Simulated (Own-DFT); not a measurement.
Si$_{47}$N$_{64}$ (beta silicon nitride with one vacancy, atoms displaced) (calculated)

All values are calculated (Own-DFT development build). A calculation, not a measurement: plane-wave PBE density functional theory by an unreviewed code, no spin, of a simulated periodic cell, stress positive in tension, free energy of the whole cell less one offset for each atom, defect cell not probed for a lower state with spin; forces on such cells moved up to 12 meV/angstrom on a denser k mesh; offsets are fitted by least squares, one for each functional and potential file, so energies compare only between cells with the same atoms and settings and are not formation energies; the far tail of each file's local potential was reset to the Coulomb form; each entry is a single point on an unrelaxed cell, so the pressure reflects the starting lattice, mostly measured values (interpolated for alloys), from which strain is counted, and rises with the displacements; printed positions are rounded, which can move forces by about a meV/angstrom; the program, named Own-DFT, is a retired in-house code; no spin-orbit coupling; before rounding, a Quantum ESPRESSO 7.3.1 run of the same cell and cutoff gave forces within 1 meV/angstrom rms on each cell, which checks the program and not the settings.

Common to all runs: functional PBE; potential files PseudoDojo norm-conserving, scalar-relativistic, standard set; wave cutoff 42 hartree; occupations Fermi-Dirac; smearing width 0.1 eV; k mesh 2 x 2 x 4 centred on Gamma.

(1) Si$_{47}$N$_{64}$ (beta silicon nitride with one vacancy, atoms displaced)

```
cell vectors (Å)
  15.2120     0.0000     0.0000
  -7.6060    13.1740     0.0000
   0.0000     0.0000     5.8180
atoms (fractions of the cell vectors)
Si  0.08690  0.38782  0.12157
Si  0.11179  0.19973  0.11746
Si  0.29838  0.41462  0.13065
Si  0.41180  0.11561  0.37236
Si  0.38677  0.29668  0.37257
Si  0.19884  0.08663  0.37346
N   0.16515  0.01798  0.12747
N   0.48253  0.15131  0.13604
N   0.34590  0.33409  0.12862
N   0.33251  0.48240  0.38041
N   0.01242  0.34967  0.37470
N   0.14710  0.16167  0.37702
N   0.16672  0.33055  0.12339
N   0.33368  0.16791  0.37118
Si  0.08685  0.38385  0.62236
Si  0.11804  0.20284  0.61110
Si  0.29759  0.41283  0.61478
Si  0.41380  0.12054  0.88374
Si  0.38502  0.29797  0.87618
Si  0.20362  0.08838  0.86832
N   0.16594  0.01366  0.61509
N   0.48522  0.15245  0.63278
N   0.34935  0.33302  0.62367
N   0.33322  0.48607  0.87040
N   0.01267  0.35049  0.87535
N   0.15015  0.16589  0.87116
N   0.16798  0.33228  0.61880
N   0.33378  0.16350  0.87334
Si  0.08247  0.88281  0.12640
Si  0.11352  0.70197  0.12296
Si  0.29469  0.90990  0.12387
Si  0.41679  0.61690  0.36927
Si  0.38251  0.79969  0.37729
Si  0.19752  0.58388  0.38029
N   0.16752  0.51870  0.13290
N   0.48643  0.64917  0.13247
N   0.35230  0.83635  0.13097
N   0.33476  0.98381  0.37429
N   0.01239  0.84697  0.37764
N   0.15192  0.66328  0.37958
N   0.16710  0.83281  0.12210
N   0.33397  0.66862  0.37504
Si  0.08731  0.88360  0.60810
Si  0.11525  0.70486  0.62790
Si  0.30038  0.91436  0.61920
Si  0.41195  0.61650  0.87339
Si  0.38485  0.80063  0.86690
Si  0.20358  0.59270  0.87509
N   0.16291  0.51258  0.62513
N   0.48277  0.64968  0.62078
N   0.34841  0.83603  0.62711
N   0.33483  0.98331  0.87301
N   0.01764  0.84869  0.88047
N   0.15146  0.66722  0.87104
N   0.16481  0.83444  0.63035
N   0.33241  0.66806  0.86829
Si  0.58333  0.38452  0.13121
Si  0.61513  0.20177  0.12207
Si  0.90810  0.11685  0.37064
Si  0.88654  0.29674  0.36559
Si  0.70087  0.08686  0.37669
N   0.66785  0.01657  0.11698
N   0.98373  0.14970  0.12381
N   0.84854  0.33353  0.11540
N   0.83243  0.48759  0.37021
N   0.51490  0.34790  0.36889
N   0.65017  0.16987  0.37319
N   0.66143  0.33215  0.12975
N   0.83133  0.16431  0.37599
Si  0.59060  0.38785  0.62618
Si  0.61601  0.19912  0.61212
Si  0.79461  0.40949  0.62188
Si  0.91994  0.11870  0.87607
Si  0.88664  0.30061  0.87711
Si  0.69987  0.08324  0.87265
N   0.66831  0.01819  0.63247
N   0.98301  0.15016  0.62020
N   0.84977  0.33361  0.63029
N   0.83531  0.48488  0.88333
N   0.51332  0.35100  0.87723
N   0.65112  0.16416  0.86760
N   0.66745  0.33151  0.62119
N   0.83339  0.16981  0.87664
Si  0.58371  0.88077  0.11746
Si  0.61696  0.70071  0.12391
Si  0.79978  0.91789  0.12841
Si  0.91195  0.61317  0.37920
Si  0.88565  0.79866  0.37587
Si  0.69946  0.58701  0.37152
N   0.66462  0.51303  0.11446
N   0.98657  0.65052  0.11226
N   0.85227  0.83580  0.12001
N   0.83260  0.98596  0.38463
N   0.51355  0.84649  0.36351
N   0.64826  0.66768  0.37633
N   0.66764  0.83256  0.12367
N   0.83464  0.66769  0.36710
Si  0.58517  0.88819  0.62312
Si  0.61160  0.70371  0.63592
Si  0.79441  0.91133  0.63554
Si  0.91541  0.61517  0.87308
Si  0.88518  0.79589  0.87796
Si  0.70172  0.58714  0.87757
N   0.66534  0.51345  0.62501
N   0.98239  0.64673  0.62664
N   0.84921  0.83467  0.62111
N   0.83373  0.98699  0.87274
N   0.51491  0.84762  0.87587
N   0.65302  0.66864  0.86597
N   0.66820  0.83434  0.62228
N   0.83412  0.66797  0.87351
```

```
free energy of cell above offsets : -4.481 eV
pressure                          : 6.04 GPa
stress xx                         : -6.78 GPa
stress yy                         : -5.17 GPa
stress zz                         : -6.17 GPa
stress yz                         : 0.07 GPa
stress xz                         : -0.19 GPa
stress xy                         : -0.46 GPa
```

Force:
```tsv
element	x (eV/Å)	y (eV/Å)	z (eV/Å)
Si	0.893	-0.957	0.361
Si	1.267	1.146	0.917
Si	-1.08	-0.725	-1.695
Si	-0.672	-0.156	2.513
Si	-1.479	-0.071	0.293
Si	2.093	0.574	-0.241
N	-0.299	-1.532	-1.208
N	1.477	0.046	-1.733
N	1.702	-0.495	-0.454
N	0.436	2.608	-1.843
N	2.262	0.919	-0.306
N	-0.474	0.269	-2.253
N	-1.361	1.105	-0.018
N	-0.619	-0.968	0.12
Si	0.058	-0.865	0.525
Si	-1.866	0.362	2.317
Si	0.013	-1.05	2.889
Si	1.651	-2.291	-0.925
Si	-1.04	-0.741	0.019
Si	0.086	-1.043	0.498
N	-0.396	0.352	1.091
N	0.053	-0.406	-1.117
N	0.127	0.202	-0.102
N	0.369	-0.408	0.609
N	2.58	1.086	-0.473
N	0.072	-0.491	-0.689
N	-0.914	0.243	-0.013
N	-2.294	2.01	0.028
Si	2.274	1.125	-0.114
Si	1.25	0.279	0.704
Si	0.276	1.164	-0.422
Si	-3.079	-0.644	1.396
Si	1.226	-1.955	-0.365
Si	2.465	1.317	0.357
N	-0.275	-1.01	-2.07
N	0.147	-0.023	-2.846
N	-0.544	0.317	-1.81
N	0.12	0.395	-0.662
N	0.584	0.429	-1.179
N	-2.709	1.715	-0.382
N	-1.262	-0.235	0.554
N	0.119	-0.933	0.043
Si	0	0.414	3.562
Si	-0.011	-0.394	-0.997
Si	-2.437	0.439	1.358
Si	-0.342	-0.239	0.296
Si	0.095	-1.35	2.287
Si	0.925	-2.216	0.012
N	-0.008	0.945	1.119
N	0.462	0.172	1.237
N	0.938	-0.169	-0.726
N	0.214	0.938	0.467
N	-1.203	-0.15	-2.382
N	-0.673	0.441	0.606
N	1.756	-0.227	-0.705
N	0.61	0.894	0.206
Si	2.392	0.163	-2.166
Si	-0.096	1.785	-1.248
Si	1.971	-0.865	1.1
Si	-3.426	0.611	0.315
Si	0.234	0.603	-1.018
N	-0.734	-1.84	2.16
N	0.214	-0.092	1.042
N	0.301	-0.557	1.96
N	0.074	-1.583	2.003
N	-0.358	0.581	2.568
N	2.558	-2.592	-1.739
N	-0.248	-0.866	-0.249
N	-1.593	0.977	-0.014
Si	-0.192	-2.583	0.014
Si	-2.082	1.602	3.575
Si	1.478	1.861	0.15
Si	-3.359	-0.535	-1.538
Si	-1.707	-0.712	-0.319
Si	1.142	3.769	1.337
N	-0.804	-2.05	-2.8
N	1.332	0.693	-0.421
N	0.311	-0.11	-2.1
N	-0.164	-0.548	-2.103
N	0.688	0.409	-0.653
N	-1.038	-0.184	0.529
N	-1.816	-0.471	0.114
N	1.113	-1.429	-0.15
Si	2.401	1.188	1.176
Si	-0.351	1.504	-0.089
Si	-0.152	-1.428	0.016
Si	-0.492	0.099	-1.905
Si	-1.6	-1.155	-0.456
Si	1.464	0.235	-0.196
N	-1.024	1.202	1.876
N	-0.238	-0.045	2.627
N	-0.836	0.92	1.095
N	0.224	-0.196	-0.808
N	-0.26	0.952	2.102
N	0.936	-1.091	0.805
N	-0.462	0.312	-0.202
N	-0.931	-0.2	0.276
Si	1.905	-1.368	-0.896
Si	0.846	0.775	-2.502
Si	1.071	0.506	-1.354
Si	-2.268	-1.465	0.465
Si	0.001	0.692	-1.218
Si	1.364	0.268	-1.18
N	-0.434	1.958	-0.347
N	1.846	1.463	-0.832
N	0.367	0.212	1.115
N	0.448	0.473	1.145
N	-1.015	0.077	-1.807
N	0.026	-0.8	1.74
N	-2.601	-0.189	0.365
N	0.013	-1.103	-0.016
```

(2) Si$_{47}$N$_{64}$ (beta silicon nitride with one vacancy, atoms displaced)

```
cell vectors (Å)
  15.2120     0.0000     0.0000
  -7.6060    13.1740     0.0000
   0.0000     0.0000     5.8180
atoms (fractions of the cell vectors)
Si  0.08567  0.38549  0.12413
Si  0.11492  0.19780  0.12020
Si  0.29718  0.41377  0.12088
Si  0.41693  0.11637  0.36298
Si  0.38431  0.29902  0.37394
Si  0.19977  0.08475  0.37647
N   0.16620  0.01507  0.12142
N   0.48636  0.15324  0.13176
N   0.34954  0.33284  0.13254
N   0.33391  0.48368  0.38522
N   0.01480  0.35013  0.37044
N   0.15200  0.16448  0.37257
N   0.17116  0.33530  0.12642
N   0.33165  0.16521  0.37234
Si  0.08717  0.38506  0.62202
Si  0.11644  0.19936  0.63314
Si  0.30085  0.41404  0.62654
Si  0.41141  0.11482  0.87353
Si  0.38501  0.29822  0.87042
Si  0.20314  0.08681  0.86765
N   0.16602  0.01738  0.62119
N   0.48423  0.15033  0.62606
N   0.35147  0.32963  0.62021
N   0.33521  0.48612  0.88030
N   0.01754  0.34797  0.87324
N   0.15276  0.17045  0.87979
N   0.16747  0.33196  0.62293
N   0.33438  0.16706  0.87479
Si  0.08849  0.88664  0.12678
Si  0.11581  0.70163  0.12286
Si  0.29906  0.91431  0.11927
Si  0.41779  0.61596  0.37781
Si  0.38553  0.79439  0.37881
Si  0.20071  0.58686  0.37152
N   0.16170  0.51150  0.12707
N   0.48354  0.65044  0.13252
N   0.34960  0.83451  0.12298
N   0.33602  0.98792  0.36935
N   0.02127  0.84982  0.38489
N   0.15262  0.66837  0.37272
N   0.16687  0.83083  0.12534
N   0.33093  0.66763  0.38570
Si  0.08476  0.88504  0.62917
Si  0.11667  0.70520  0.62437
Si  0.29864  0.91578  0.63029
Si  0.41417  0.61328  0.86688
Si  0.38036  0.79324  0.86817
Si  0.19844  0.58728  0.88056
N   0.16582  0.51293  0.62576
N   0.47909  0.65215  0.62154
N   0.34823  0.83374  0.62155
N   0.33512  0.98754  0.87136
N   0.01585  0.85112  0.87693
N   0.14951  0.66819  0.88707
N   0.16696  0.83661  0.61798
N   0.33241  0.66797  0.87776
Si  0.58748  0.38524  0.12296
Si  0.61162  0.20067  0.11827
Si  0.79604  0.40839  0.12497
Si  0.91243  0.11280  0.37028
Si  0.88519  0.29980  0.37436
Si  0.70412  0.08574  0.38006
N   0.66727  0.01483  0.11763
N   0.98424  0.14971  0.12248
N   0.84972  0.33448  0.13127
N   0.83445  0.48463  0.37131
N   0.51677  0.34570  0.37449
N   0.65073  0.16573  0.36298
N   0.67109  0.33232  0.13498
N   0.83432  0.16834  0.37439
Si  0.58579  0.38511  0.63106
Si  0.61566  0.20369  0.61574
Si  0.79852  0.41343  0.62796
Si  0.91601  0.11957  0.88415
Si  0.88600  0.29849  0.88106
Si  0.69878  0.08483  0.87523
N   0.66372  0.01301  0.61358
N   0.98272  0.15121  0.61793
N   0.85275  0.33359  0.62133
N   0.83403  0.48155  0.87881
N   0.51431  0.34531  0.87303
N   0.65160  0.16663  0.88020
N   0.66931  0.33569  0.62480
N   0.82770  0.16516  0.87616
Si  0.61644  0.70352  0.12920
Si  0.79819  0.91268  0.13742
Si  0.91365  0.61600  0.37276
Si  0.88688  0.79957  0.37312
Si  0.70084  0.58677  0.37042
N   0.66372  0.51688  0.12590
N   0.98614  0.65402  0.12678
N   0.84806  0.83245  0.13290
N   0.83628  0.98694  0.37740
N   0.51796  0.84932  0.37207
N   0.65070  0.66829  0.36686
N   0.66914  0.83665  0.12123
N   0.83030  0.66394  0.37326
Si  0.58570  0.88356  0.61803
Si  0.61516  0.70261  0.62965
Si  0.79421  0.91387  0.63415
Si  0.91634  0.61837  0.87564
Si  0.88664  0.79962  0.86922
Si  0.70719  0.59163  0.88893
N   0.66832  0.51463  0.63080
N   0.98872  0.65357  0.63001
N   0.85157  0.83586  0.62631
N   0.83065  0.98039  0.87898
N   0.51645  0.85164  0.87200
N   0.65125  0.66684  0.87796
N   0.66742  0.83059  0.61824
N   0.83385  0.67021  0.87066
```

```
free energy of cell above offsets : -4.287 eV
pressure                          : 5.92 GPa
stress xx                         : -4.09 GPa
stress yy                         : -5.82 GPa
stress zz                         : -7.84 GPa
stress yz                         : 0.71 GPa
stress xz                         : 0.02 GPa
stress xy                         : -0.92 GPa
```

Force:
```tsv
element	x (eV/Å)	y (eV/Å)	z (eV/Å)
Si	2.007	-1.793	0.119
Si	-1.014	3.038	2.625
Si	0.723	-0.445	2.151
Si	-2.856	-0.041	3.468
Si	2.327	-2.486	-0.608
Si	2.025	1.311	-1.494
N	-0.507	0.329	-0.242
N	-0.427	-0.317	-3.364
N	-0.694	1.252	-2.504
N	0.593	1.018	-1.796
N	0.206	0.19	0.485
N	-1.313	-0.012	0.593
N	-2.174	-1.673	-0.178
N	0.551	0.359	-0.068
Si	1.166	-1.163	-0.313
Si	-1.913	1.691	-2.639
Si	-1.033	-1.763	0.399
Si	0.586	1.505	0.01
Si	0.328	-1.231	1.709
Si	0.608	0.882	1.318
N	-0.579	-1.416	1.057
N	0.442	0.01	-0.515
N	-2.373	2.231	1.446
N	0.608	-0.705	-1.239
N	-1.216	-0.298	0.196
N	2.163	-2.227	-1.149
N	0.243	0.075	0.23
N	-0.87	-0.053	-0.023
Si	1.484	-1.327	0.183
Si	-1.119	1.665	2.149
Si	-0.132	-1.088	1.217
Si	-3.937	-0.66	-1.519
Si	0.454	2.087	-1.589
Si	0.974	0.21	1.156
N	-0.112	2.16	-0.353
N	1.088	-0.342	-2.245
N	0.227	-0.019	-0.008
N	0.193	-1.059	0.438
N	-2.866	-0.755	-2.271
N	-0.395	-0.73	0.737
N	-0.714	1.603	-0.354
N	1.365	-2.244	-0.614
Si	2.263	0.624	0.661
Si	0.953	1.047	0.1
Si	0.04	-0.841	-2.477
Si	-2.126	1.895	2.951
Si	1.661	2.469	1.413
Si	1.672	0.022	-0.848
N	-0.745	1.471	0.224
N	3.977	1.028	1.466
N	-1.079	0.632	0.311
N	0.027	-0.57	0.811
N	-0.194	0.19	0.543
N	1.155	-1.284	-3.25
N	0.405	-0.142	0.717
N	0.266	-2.84	0.057
Si	1.43	-0.886	0.614
Si	2.158	1.04	0.777
Si	0.014	1.685	0.527
Si	-1.425	1.707	0.881
Si	0.76	-1.607	0.241
Si	-0.778	0.03	-3.24
N	0.228	0.454	1.585
N	1.432	0.39	0.991
N	0.918	0.008	-1.274
N	0.535	0.23	0.586
N	-0.898	0.572	0.077
N	-0.088	-0.291	1.533
N	-3.167	-0.216	-0.725
N	0.803	-0.355	0.088
Si	1.781	-0.127	-1.476
Si	0.628	-0.039	0.787
Si	0.199	-0.325	-0.947
Si	-2.703	-1.957	-3.153
Si	-0.355	-0.996	-0.901
Si	0.018	-0.992	-0.504
N	0.223	0.682	2.271
N	1.547	0.096	1.722
N	-1.192	1.178	1.609
N	0.392	2.058	-0.12
N	-0.167	0.596	1.012
N	-1.031	0.102	-2.29
N	-0.752	-0.76	0.237
N	2.386	0.812	-0.049
Si	-2.24	2.149	-1.325
Si	-1.439	-0.144	-1.371
Si	-0.721	-0.263	0.728
Si	0.489	-1.39	1.164
Si	0.281	0.205	2.208
N	-0.057	-1.13	-0.135
N	-0.027	-0.388	-0.146
N	0.954	0.512	-1.452
N	0.164	-1.326	0.919
N	-1.4	-0.974	0.428
N	0.808	-1.376	2.763
N	0.335	-1.429	0.262
N	1.008	1.464	-0.024
Si	0.515	0.011	0.639
Si	-0.146	-0.208	-0.977
Si	1.143	-0.5	-1.23
Si	-1.283	-1.08	0.241
Si	-0.906	-0.115	1.414
Si	-0.534	-0.935	-2.629
N	-0.854	1.127	-0.009
N	-1.18	-0.91	-0.949
N	-0.464	0.662	-0.721
N	0.842	2.683	1.021
N	-0.995	-0.768	-1.2
N	-0.309	-0.438	-0.234
N	-1.049	0.501	0.167
N	1.775	-0.5	0.307
```
